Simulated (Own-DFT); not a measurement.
AlN (wurtzite, atoms displaced) (calculated)

Computed with Own-DFT development build. A calculation, not a measurement: plane-wave PBE density functional theory by an unreviewed code, no spin, of a simulated periodic cell, stress positive in tension, free energy of the whole cell less one offset for each atom, forces on such cells passed a denser k mesh, this cell's mesh not checked; offsets are fitted by least squares, one for each functional and potential file, so energies compare only between cells with the same atoms and settings and are not formation energies; the far tail of each file's local potential was reset to the Coulomb form; each entry is a single point on an unrelaxed cell, so the pressure reflects the starting lattice, mostly measured values (interpolated for alloys), from which strain is counted, and rises with the displacements; printed positions are rounded, which can move forces by about a meV/angstrom; the program, named Own-DFT, is a retired in-house code; no spin-orbit coupling.

Settings shared by all entries: functional PBE; potential files PseudoDojo norm-conserving, scalar-relativistic, standard set; wave cutoff 42 hartree; occupations Fermi-Dirac; smearing width 0.1 eV; hardware one NVIDIA H100; k mesh 2 x 2 x 2 centred on Gamma.

(1) AlN (wurtzite, atoms displaced)

```
AlN
1.0
     12.4480     0.0000     0.0000
     -6.2240    10.7803     0.0000
      0.0000     0.0000     9.9640
Al N Al N Al N Al N Al N Al N Al N Al N Al N Al N Al N Al N Al N Al N Al N Al N Al N Al N Al N Al N Al N Al N Al N Al N Al N Al N Al N Al N Al N Al N Al N Al N
2 2 2 2 2 2 2 2 2 2 2 2 2 2 2 2 2 2 2 2 2 2 2 2 2 2 2 2 2 2 2 2 2 2 2 2 2 2 2 2 2 2 2 2 2 2 2 2 2 2 2 2 2 2 2 2 2 2 2 2 2 2 2 2
Direct
  0.08906 0.17840 0.00356
  0.16600 0.09362 0.25706
  0.09251 0.16677 0.17375
  0.17666 0.09415 0.45796
  0.08220 0.16804 0.49162
  0.16897 0.08468 0.75313
  0.09254 0.16430 0.69681
  0.17042 0.08349 0.95260
  0.08511 0.40818 0.00221
  0.17283 0.34723 0.24589
  0.08516 0.41463 0.18923
  0.19171 0.34763 0.43666
  0.08441 0.41097 0.49799
  0.16011 0.33383 0.74336
  0.08526 0.42593 0.70031
  0.18216 0.33777 0.93209
  0.08314 0.67598 0.00126
  0.16877 0.58925 0.24999
  0.08081 0.65703 0.20659
  0.16260 0.57360 0.43409
  0.08686 0.66025 0.50319
  0.17214 0.59082 0.74550
  0.06194 0.66014 0.71315
  0.18557 0.60145 0.94778
  0.08387 0.92883 0.00255
  0.15212 0.82585 0.26418
  0.07255 0.91554 0.17895
  0.17869 0.81946 0.43939
  0.06670 0.91388 0.49690
  0.16713 0.84233 0.72702
  0.08391 0.92549 0.68142
  0.16739 0.83368 0.94029
  0.32993 0.16806 0.99331
  0.41523 0.07027 0.24811
  0.34590 0.17384 0.19277
  0.41943 0.08926 0.41693
  0.34060 0.16916 0.48966
  0.42363 0.08047 0.74176
  0.33118 0.17203 0.68798
  0.41284 0.09203 0.96049
  0.34526 0.42229 0.99252
  0.42799 0.34339 0.25743
  0.33839 0.41816 0.18928
  0.41929 0.34764 0.43615
  0.33168 0.40210 0.50948
  0.41596 0.33447 0.75111
  0.33326 0.42589 0.69354
  0.43110 0.34299 0.92695
  0.33008 0.66903 0.98418
  0.42340 0.58563 0.24708
  0.34137 0.66195 0.20050
  0.40971 0.57110 0.42898
  0.33866 0.66473 0.48461
  0.41430 0.59069 0.75708
  0.32302 0.65490 0.69466
  0.41979 0.58194 0.94311
  0.33112 0.91128 0.00552
  0.41336 0.84313 0.23962
  0.34154 0.91776 0.19197
  0.42022 0.83964 0.45880
  0.33200 0.92762 0.50317
  0.42392 0.84171 0.75434
  0.34622 0.92196 0.69495
  0.39891 0.81530 0.93050
  0.57292 0.18356 0.99207
  0.66171 0.09059 0.26648
  0.59638 0.18880 0.18952
  0.66299 0.07075 0.44141
  0.57855 0.15047 0.49152
  0.66721 0.08026 0.75613
  0.58092 0.17321 0.68362
  0.65288 0.07389 0.93667
  0.57349 0.39993 0.99239
  0.66307 0.33440 0.25346
  0.58142 0.42641 0.21792
  0.66450 0.32482 0.44095
  0.57876 0.41660 0.50839
  0.67512 0.33042 0.73613
  0.57303 0.40556 0.70197
  0.66015 0.33665 0.92858
  0.58039 0.66564 0.98992
  0.67153 0.60368 0.25069
  0.58905 0.67464 0.18845
  0.66723 0.58509 0.44282
  0.58299 0.65968 0.49085
  0.66232 0.59236 0.73301
  0.58001 0.65979 0.68913
  0.67608 0.58435 0.93438
  0.58793 0.90969 0.00611
  0.66427 0.83392 0.24666
  0.57186 0.91180 0.16842
  0.65624 0.82638 0.45314
  0.58493 0.90971 0.49508
  0.65876 0.82643 0.73064
  0.57847 0.91865 0.70509
  0.67802 0.84720 0.93701
  0.84268 0.16871 0.99169
  0.92193 0.07748 0.23548
  0.81025 0.14578 0.20026
  0.93278 0.09252 0.43292
  0.84391 0.18188 0.50710
  0.91867 0.07933 0.75923
  0.82469 0.16934 0.68700
  0.89873 0.05824 0.95016
  0.80757 0.40171 0.99828
  0.91345 0.33236 0.23410
  0.82052 0.41065 0.18682
  0.90492 0.32604 0.43783
  0.83854 0.41096 0.49662
  0.93107 0.33288 0.75250
  0.84131 0.42431 0.69192
  0.92249 0.33888 0.95503
  0.85078 0.67022 0.98669
  0.92804 0.57930 0.24005
  0.81897 0.66417 0.18949
  0.92960 0.58566 0.45967
  0.83921 0.66438 0.51043
  0.91941 0.59115 0.74192
  0.82748 0.65276 0.69550
  0.90140 0.57403 0.94213
  0.83256 0.92403 0.00244
  0.90242 0.83624 0.23467
  0.83154 0.90747 0.19392
  0.92516 0.83220 0.45269
  0.83603 0.91979 0.51499
  0.92669 0.85650 0.77342
  0.84171 0.93153 0.68115
  0.93248 0.85485 0.94133
```

* free energy of cell above offsets: -24.488 eV
* pressure: 11.84 GPa
* stress xx: -16.28 GPa
* stress yy: -10.81 GPa
* stress zz: -8.43 GPa
* stress yz: 0.42 GPa
* stress xz: -0.96 GPa
* stress xy: -2.04 GPa
* wall time: 393.9 s

Force:
```
element  x (eV/Å)  y (eV/Å)  z (eV/Å)
     Al     1.441    -1.507    -3.538
     Al     3.453    -0.931    -0.463
      N    -2.791     1.137     4.072
      N    -1.436    -2.385    -3.001
     Al     3.003      2.07     2.091
     Al     1.744     0.211     0.335
      N    -4.112     1.214    -0.669
      N    -2.134     1.935    -2.885
     Al     0.846     3.319    -0.542
     Al     2.829    -1.162     0.628
      N     -1.84     0.419     0.012
      N    -6.281    -3.947    -0.776
     Al     0.051      0.83    -0.316
     Al     2.706     0.614     0.488
      N     1.339    -1.293    -2.128
      N    -2.628    -0.736     0.692
     Al     0.981    -2.408    -0.847
     Al     3.497    -1.533    -0.336
      N     0.589     3.904    -3.178
      N     0.264     0.557     1.673
     Al     0.747    -0.145     1.057
     Al    -3.071    -0.169      2.77
      N     10.73     6.158    -4.046
      N    -7.756    -5.927    -1.754
     Al     3.385    -1.423    -0.306
     Al     0.375     0.951    -2.567
      N     1.087     0.067     4.484
      N    -2.569     1.708     1.753
     Al     6.646     4.702     1.789
     Al     0.643    -1.529     2.924
      N     0.098    -0.812     1.365
      N     -1.26     1.706    -0.301
     Al     0.136      2.15     2.322
     Al    -0.839     4.765    -4.082
      N    -1.726    -0.812     0.197
      N       0.1    -1.363     5.665
     Al    -0.059     1.996     0.961
     Al    -2.372     2.586     2.206
      N      1.65     -1.46    -0.197
      N     1.276    -3.166    -3.038
     Al     0.365    -1.019     1.546
     Al    -2.695    -2.097      -1.2
      N    -0.315    -0.052     -1.48
      N     2.846    -3.288     1.618
     Al     0.485     4.668     1.391
     Al     -1.13    -0.053     -1.63
      N     0.337     -1.49     0.332
      N    -4.579    -2.949     1.961
     Al     6.206    -1.165     4.654
     Al     0.447    -1.136    -0.238
      N    -3.462     2.144    -1.334
      N     1.377     1.404     2.209
     Al     -0.55    -0.296     0.953
     Al     0.992    -1.683    -1.123
      N     1.923     3.568    -2.308
      N    -1.318     1.474    -0.758
     Al    -0.207     0.855    -1.488
     Al     5.221    -4.716     2.669
      N    -5.228    -0.646    -1.489
      N    -0.821    -0.465    -2.144
     Al     2.689    -0.864    -0.577
     Al    -1.185    -2.964    -0.761
      N    -3.118    -0.678     -1.53
      N     1.174     5.987     1.102
     Al     3.646    -3.256     1.979
     Al    -0.885    -1.009    -3.868
      N    -0.486    -5.557    -1.199
      N     0.724     1.204      1.64
     Al    -0.566     2.658     0.973
     Al    -1.641     0.553    -0.355
      N     1.878    -2.513    -0.442
      N     0.604     2.277     0.995
     Al     1.128     6.272     2.448
     Al    -1.547     3.157     2.027
      N     3.274     1.088     -3.45
      N     0.192     0.637      1.23
     Al     1.368    -0.402    -0.667
     Al    -1.825     2.148     0.244
      N     1.944     2.462    -2.791
      N     1.128    -1.521    -1.123
     Al     3.295     0.855     0.828
     Al      0.01    -4.423     0.845
      N    -1.493     0.215    -0.784
      N     1.789     0.155     0.633
     Al    -2.349    -0.722     0.795
     Al      4.56    -4.259     3.793
      N    -3.842      2.61    -1.565
      N    -1.767     0.472     0.086
     Al    -1.934     1.445    -6.215
     Al    -1.383     0.704     0.351
      N      0.64     0.746     8.082
      N     3.721     0.407    -1.679
     Al    -2.917     1.178     2.235
     Al     0.394     1.755     2.093
      N     2.937    -0.304     -2.93
      N    -0.206    -3.405    -1.357
     Al    -3.651    -1.929     1.899
     Al    -1.808      1.22     1.524
      N     4.705     2.887    -2.442
      N    -3.255    -2.051    -0.292
     Al    -0.064    -4.845    -1.546
     Al    -0.545     1.912    -0.596
      N     2.954     0.246     1.873
      N     1.262     13.51    -4.099
     Al     3.161     2.953     0.451
     Al    -0.538    -1.571     0.893
      N     2.242     1.222     0.082
      N     3.636     2.226    -2.059
     Al    -3.353     1.888     1.496
     Al    -4.626     0.523     0.798
      N     1.111    -2.075    -0.099
      N    -0.317    -1.532    -1.587
     Al    -6.295     1.342      2.03
     Al    -6.174    -1.742     2.021
      N     5.211      2.27    -1.266
      N    -2.291    -1.545     -2.75
     Al    -0.499    -0.271    -1.145
     Al    -5.768    -6.158      3.35
      N    -2.353     3.648    -0.613
      N     5.131    -1.161    -0.371
     Al     0.937    -10.55      3.44
     Al     8.242    -5.098     3.154
      N    -6.737      4.72    -1.965
      N    -7.118    -3.191    -3.301
     Al     0.549    -0.329    -6.218
     Al     0.179    -2.101     -6.07
      N    -0.428    -2.373     4.989
      N    -2.092    -2.508     2.675
```

(2) AlN (wurtzite, atoms displaced)

```
AlN
1.0
     12.4480     0.0000     0.0000
     -6.2240    10.7803     0.0000
      0.0000     0.0000     9.9640
Al N Al N Al N Al N Al N Al N Al N Al N Al N Al N Al N Al N Al N Al N Al N Al N Al N Al N Al N Al N Al N Al N Al N Al N Al N Al N Al N Al N Al N Al N Al N Al N
2 2 2 2 2 2 2 2 2 2 2 2 2 2 2 2 2 2 2 2 2 2 2 2 2 2 2 2 2 2 2 2 2 2 2 2 2 2 2 2 2 2 2 2 2 2 2 2 2 2 2 2 2 2 2 2 2 2 2 2 2 2 2 2
Direct
  0.08226 0.17041 0.00605
  0.15760 0.07511 0.24872
  0.06817 0.16894 0.19883
  0.15257 0.07939 0.44118
  0.07151 0.14195 0.51545
  0.15968 0.08066 0.75554
  0.09001 0.17459 0.67248
  0.17845 0.08102 0.93744
  0.08522 0.42093 0.99748
  0.16947 0.34433 0.23943
  0.08755 0.40707 0.16922
  0.16665 0.33050 0.42467
  0.06976 0.40155 0.50400
  0.15640 0.33960 0.73880
  0.07415 0.40542 0.68685
  0.16892 0.35115 0.95025
  0.09349 0.67474 0.00713
  0.16200 0.58996 0.25500
  0.07672 0.65801 0.18929
  0.17650 0.57993 0.43327
  0.09683 0.67595 0.50646
  0.17894 0.59151 0.75513
  0.07738 0.67480 0.69143
  0.16802 0.58445 0.95805
  0.08888 0.92026 0.02132
  0.16227 0.82527 0.23961
  0.08030 0.91068 0.19606
  0.17577 0.84752 0.43673
  0.09133 0.92983 0.49629
  0.16851 0.82761 0.74744
  0.06425 0.89330 0.69746
  0.17574 0.86115 0.94046
  0.32748 0.16709 0.99166
  0.41358 0.08062 0.25357
  0.33596 0.18081 0.20789
  0.43140 0.09278 0.43838
  0.33739 0.16715 0.49272
  0.42495 0.09070 0.74964
  0.34804 0.16988 0.70188
  0.43015 0.10128 0.93826
  0.33067 0.41662 0.00590
  0.41870 0.33775 0.25010
  0.33712 0.42523 0.20282
  0.41076 0.32778 0.43395
  0.34243 0.42846 0.49659
  0.42727 0.33665 0.75530
  0.31597 0.40379 0.68859
  0.42626 0.34543 0.94035
  0.33943 0.66203 0.98790
  0.42063 0.59412 0.24129
  0.34431 0.68116 0.19412
  0.43284 0.59460 0.41258
  0.34016 0.67113 0.48761
  0.42511 0.59039 0.75834
  0.33641 0.66541 0.69139
  0.42704 0.57818 0.93351
  0.32569 0.92107 0.00785
  0.43637 0.83346 0.24436
  0.33872 0.91093 0.19218
  0.40787 0.82764 0.46543
  0.33685 0.92478 0.48843
  0.42645 0.83140 0.74871
  0.32680 0.89759 0.66037
  0.41387 0.83075 0.94677
  0.57145 0.16681 0.99567
  0.68135 0.08763 0.25574
  0.57911 0.16322 0.18722
  0.65531 0.07707 0.44433
  0.59249 0.17842 0.50725
  0.66276 0.07790 0.75484
  0.59093 0.15129 0.69675
  0.65729 0.08099 0.93541
  0.58072 0.41903 0.99668
  0.67200 0.34295 0.25209
  0.58875 0.40813 0.18181
  0.66772 0.32135 0.43640
  0.58774 0.41267 0.49073
  0.66414 0.32006 0.74843
  0.60045 0.41383 0.70018
  0.65481 0.33059 0.92930
  0.59101 0.67181 0.01925
  0.65670 0.56597 0.25549
  0.60690 0.68297 0.18299
  0.66551 0.56427 0.45267
  0.58048 0.65571 0.50014
  0.67050 0.58343 0.75123
  0.58416 0.68049 0.69468
  0.65647 0.58318 0.95057
  0.59295 0.92625 0.01460
  0.66723 0.83017 0.23255
  0.59281 0.92625 0.19764
  0.67700 0.83745 0.45203
  0.57179 0.91263 0.50035
  0.66656 0.83403 0.74506
  0.59917 0.92082 0.67445
  0.66772 0.84628 0.95304
  0.82982 0.16269 0.98616
  0.92342 0.09714 0.23353
  0.82051 0.15636 0.20001
  0.93474 0.08708 0.43045
  0.82497 0.16271 0.49351
  0.91816 0.08982 0.75342
  0.82888 0.17722 0.66877
  0.91676 0.08347 0.94407
  0.83511 0.41036 0.00280
  0.92065 0.33046 0.23039
  0.83007 0.42276 0.19371
  0.91359 0.32201 0.43963
  0.83147 0.42679 0.50249
  0.92893 0.35040 0.75873
  0.83042 0.41705 0.68785
  0.90522 0.32665 0.93830
  0.82626 0.66845 0.98548
  0.93523 0.58719 0.27307
  0.82901 0.67321 0.18807
  0.89805 0.56130 0.44628
  0.83049 0.65570 0.49506
  0.91502 0.57309 0.73769
  0.83257 0.66694 0.68055
  0.91529 0.58817 0.95008
  0.82820 0.91897 0.00527
  0.91349 0.83063 0.25916
  0.83023 0.91211 0.19427
  0.91665 0.83822 0.43854
  0.84321 0.93028 0.50573
  0.91053 0.82358 0.75981
  0.83050 0.91677 0.70061
  0.91825 0.82720 0.93611
```

* free energy of cell above offsets: -26.197 eV
* pressure: 10.93 GPa
* stress xx: -10.45 GPa
* stress yy: -10.9 GPa
* stress zz: -11.45 GPa
* stress yz: 0.84 GPa
* stress xz: -0.51 GPa
* stress xy: -1.21 GPa
* wall time: 390.4 s

Force:
```
element  x (eV/Å)  y (eV/Å)  z (eV/Å)
     Al     0.533     0.631     -0.11
     Al    -0.396     2.659     1.228
      N     8.356     2.941    -4.143
      N     4.576     1.553     -1.46
     Al      -0.4     4.077    -6.827
     Al     1.355    -0.819    -1.753
      N    -0.521    -0.229     9.611
      N    -5.142    -0.393     1.156
     Al    -2.215    -0.087    -0.959
     Al     2.064    -2.394     3.024
      N    -4.262     2.768     3.034
      N    -0.162     1.184     2.469
     Al     2.314     0.212    -2.784
     Al     4.541    -2.325     1.924
      N    -1.239      4.77     0.242
      N     2.258    -3.765    -2.738
     Al    -2.614    -0.275     -2.06
     Al     3.816    -1.579    -1.572
      N     1.292     2.247     0.371
      N    -2.689    -0.099     2.006
     Al      0.17     0.237    -0.651
     Al    -1.676    -0.845    -0.276
      N     2.752    -3.505    -0.322
      N     0.071     1.047    -2.828
     Al    -2.702    -0.451    -4.202
     Al     1.236     1.675     2.144
      N     0.183     0.532     0.978
      N    -1.257    -2.486    -1.318
     Al    -0.834    -5.138     1.972
     Al    -0.787     3.666     0.305
      N      2.45      4.28    -1.773
      N      1.15    -4.229    -0.223
     Al     3.924     3.088     1.798
     Al     1.141     1.337    -0.997
      N    -0.714    -4.724    -2.644
      N    -1.881    -0.813     0.753
     Al    -0.832    -0.307     0.943
     Al      1.33    -2.653     0.017
      N    -3.204     0.136    -2.177
      N    -5.857    -4.923    -1.226
     Al     1.398     0.623    -0.392
     Al     0.121     1.136    -0.042
      N     0.786     0.093    -2.753
      N     1.364     2.229      1.68
     Al     -1.77    -2.428    -0.934
     Al    -1.011     0.189    -1.165
      N     3.177     2.921    -0.233
      N    -3.007    -2.342     0.601
     Al     0.089     1.163     1.775
     Al     0.987    -0.438    -2.105
      N    -1.011    -3.539    -1.773
      N    -0.812    -0.934     5.373
     Al     0.816    -2.644     1.216
     Al    -0.427    -1.832     -2.37
      N     0.468    -0.574    -0.169
      N    -1.542      1.06     3.412
     Al     3.907     1.272    -0.898
     Al    -3.356     1.983     1.899
      N    -1.499     0.318     0.645
      N     0.856     2.072    -4.229
     Al     0.899     0.284    -0.842
     Al    -0.906     1.475    -0.659
      N    -0.261     1.461      6.27
      N     0.146     0.896    -0.997
     Al     5.643     2.796     3.053
     Al    -8.391     -2.42      2.55
      N     0.763     0.651     0.244
      N      0.97     0.784     -0.98
     Al     0.871    -4.862      0.29
     Al     4.227    -1.437    -1.171
      N    -5.383     3.537    -2.188
      N      1.34     0.649     1.524
     Al     2.239    -0.073     0.063
     Al     1.378    -3.985    -0.517
      N    -3.451     1.514     1.126
      N    -0.888     4.677     0.069
     Al    -0.775    -4.662     2.624
     Al     1.297     0.257     0.707
      N    -3.705     0.825    -2.304
      N     2.199      0.53     1.987
     Al    -1.161     0.282    -6.685
     Al     1.584      3.16    -1.077
      N    -1.614     -5.93     4.716
      N    -1.847      3.91    -2.486
     Al     1.132     3.569     0.191
     Al    -0.633    -0.071     0.097
      N     1.537    -4.691    -1.233
      N     1.704     0.502    -2.327
     Al    -2.547    -0.244    -1.645
     Al     0.494     4.243     4.707
      N     0.994    -0.815    -0.363
      N    -1.547    -1.451    -1.724
     Al     2.885     0.418    -1.382
     Al     0.358     2.382     1.271
      N    -2.457    -0.461     4.031
      N     0.712    -2.317    -1.525
     Al    -1.727     -0.62     1.436
     Al    -4.601    -6.094     4.233
      N     5.754     4.963    -4.759
      N    -4.824    -1.147     -0.24
     Al     1.216    -1.116    -1.311
     Al    -0.833    -0.667    -1.951
      N      1.76    -0.486     5.752
      N     0.536     0.941    -0.509
     Al    -4.013      2.27     0.154
     Al    -1.163      0.12      2.59
      N     3.152    -0.098     -0.48
      N    -1.591     2.555    -1.959
     Al     1.912    -11.32     2.271
     Al    -3.502    -3.502    -2.261
      N     1.131    -1.297     0.292
      N      2.49     0.778     0.665
     Al     1.152    -1.107     3.244
     Al    -5.268    -1.895    -3.368
      N     1.232    -1.824     1.263
      N      2.36     10.46    -2.206
     Al     -0.93     3.331     0.363
     Al    -2.225     2.815     2.711
      N      0.07    -1.236     1.473
      N     2.072     -1.14     -1.87
     Al     2.287    -1.025    -0.121
     Al    -1.349    -0.273    -1.228
      N     1.162     2.633    -1.371
      N     1.378     -1.26     1.712
     Al    -0.793    -2.032    -0.644
     Al     -1.07     0.846    -2.342
      N     1.701     1.228    -0.107
      N    -0.943      2.49     2.677
```
